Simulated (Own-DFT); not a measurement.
# Strain and stress in wurtzite GaN, 96 atoms (Ga48N48)

All numbers below are calculated, not measured. They come from Own-DFT, an in-house plane-wave density functional program, since retired, whose code no person has reviewed. Each row is one single-point run on a periodic cell that was not relaxed, without spin or spin-orbit coupling.

Settings of every run: PBE; PseudoDojo norm-conserving scalar-relativistic files (stringent for Ga); cutoff 96 hartree; 3 x 4 x 3 k mesh centred on Gamma; Gaussian smearing of 0.01 eV.

Known limits: forces on such cells passed a denser k mesh, each cell not checked; stress not checked against mesh or cutoff.

Unstrained cell vectors in Å: (12.756, 0.000, 0.000); (-4.784, 8.285, 0.000); (0.000, 0.000, 10.370). The unstrained cell has measured lattice constants (interpolated for alloys), not those of this functional. That, the random moves and any unrelaxed bonds set the pressure at no strain. Each run strains this cell uniformly, with the atoms carried along. Every atom was also moved at random, by a Gaussian of width 0.05 Å on each axis. Strain is the symmetric tensor, in per cent. Stress is positive in tension, and the pressure is minus a third of its trace.

```
run,e_xx (%),e_yy (%),e_zz (%),e_yz (%),e_xz (%),e_xy (%),s_xx (GPa),s_yy (GPa),s_zz (GPa),s_yz (GPa),s_xz (GPa),s_xy (GPa),P (GPa),E (meV/atom)
1,0.35,1.35,-0.46,-1.64,-0.37,-1.26,-3.96,-2.98,-7.49,-3.75,-1.08,-2.25,4.81,4.4
2,0.47,1.66,-0.50,1.70,0.56,-1.99,-4.35,-0.19,-9.30,3.53,0.84,-6.77,4.61,18.5
3,-1.40,0.91,-1.09,-1.57,-1.21,1.39,-13.22,-4.90,-12.63,-3.33,-3.14,4.67,10.25,15.1
4,1.30,-0.59,1.69,-0.94,-1.38,-0.24,-1.21,-6.84,0.47,-1.26,-2.47,-0.18,2.53,0.0
5,-1.43,-0.78,-1.76,-1.33,-0.61,1.81,-16.72,-13.24,-19.93,-3.31,-0.54,6.08,16.63,64.3
6,-1.42,1.35,-1.84,0.37,0.66,0.57,-14.25,-5.03,-14.78,1.49,2.17,1.77,11.36,25.2
7,1.96,0.37,-1.87,0.39,-0.96,0.03,0.45,-6.53,-12.11,0.76,-2.47,-0.04,6.07,4.3
8,-0.63,-1.35,0.14,1.29,0.29,-1.44,-12.29,-12.81,-8.05,2.50,0.04,-5.09,11.05,25.1
9,-1.43,0.51,0.22,1.70,-0.80,-0.63,-11.42,-6.42,-7.23,3.57,-1.38,-1.79,8.36,8.7
10,-0.72,0.50,-0.74,-1.84,0.24,-0.05,-10.59,-5.50,-11.16,-4.10,0.30,-0.26,9.08,13.4
11,1.81,-0.51,-0.28,1.32,1.58,1.99,-1.42,-7.96,-7.09,2.35,3.29,5.74,5.49,16.7
12,-0.56,-0.42,0.33,-0.83,-0.44,-1.49,-8.90,-10.47,-6.60,-2.60,-0.68,-3.51,8.66,19.6
13,-1.47,1.02,-0.04,-1.97,0.29,-1.14,-12.32,-5.03,-9.27,-4.60,0.56,-3.70,8.87,24.7
14,1.58,-0.93,0.74,-0.91,-0.57,-1.28,-1.30,-8.34,-3.55,-1.96,-0.86,-4.63,4.40,2.4
15,-0.25,0.68,1.88,1.61,-1.64,0.05,-7.09,-3.55,1.06,3.69,-3.74,0.12,3.19,4.2
16,0.03,1.07,0.16,0.44,-0.69,-1.73,?,?,?,?,?,?,?,?
```

E is the free energy for each atom above the lowest run shown.

## Worked fit

Each stress component was fitted by least squares to a constant and the strains of the runs shown, as fractions, with shears doubled. Shear strains stay in the fit of a normal stress only where such slopes are resolved. The slopes, in GPa:

| stress | at no strain | per e_xx | per e_yy | per e_zz | scatter |
|---|---|---|---|---|---|
| s_xx | -7.5 | 426 ± 18 | 132 ± 25 | 88 ± 20 | 0.83 |
| s_yy | -7.3 | 83 ± 17 | 390 ± 23 | 86 ± 19 | 0.76 |
| s_zz | -7.6 | 122 ± 24 | 100 ± 33 | 437 ± 27 | 1.08 |

Each shear stress against twice its own strain: yz 109 ± 5, xz 108 ± 9, xy 155 ± 8 GPa. These are stiffnesses along x, y and z of the frame in which the cell vectors are given, which need not be the crystal's axes. The atoms are held to the strained lattice; where symmetry lets them move under strain, relaxing them would lower some slopes. The table should be nearly symmetric about its diagonal, and what it lacks of that shows the noise. A ninth of its sum, 207 ± 7 GPa, estimates the bulk modulus near the mean pressure of these runs, 7.7 GPa, so it lies above the value at zero pressure.

## Withheld run

Question: what normal stresses and pressure should run 16 give?

The fit gives s_xx = -5.8, s_yy = -3.0, s_zz = -5.8 and P = 4.9 GPa. The calculation gave -5.11, -2.83, -6.22 and P = 4.72 GPa.
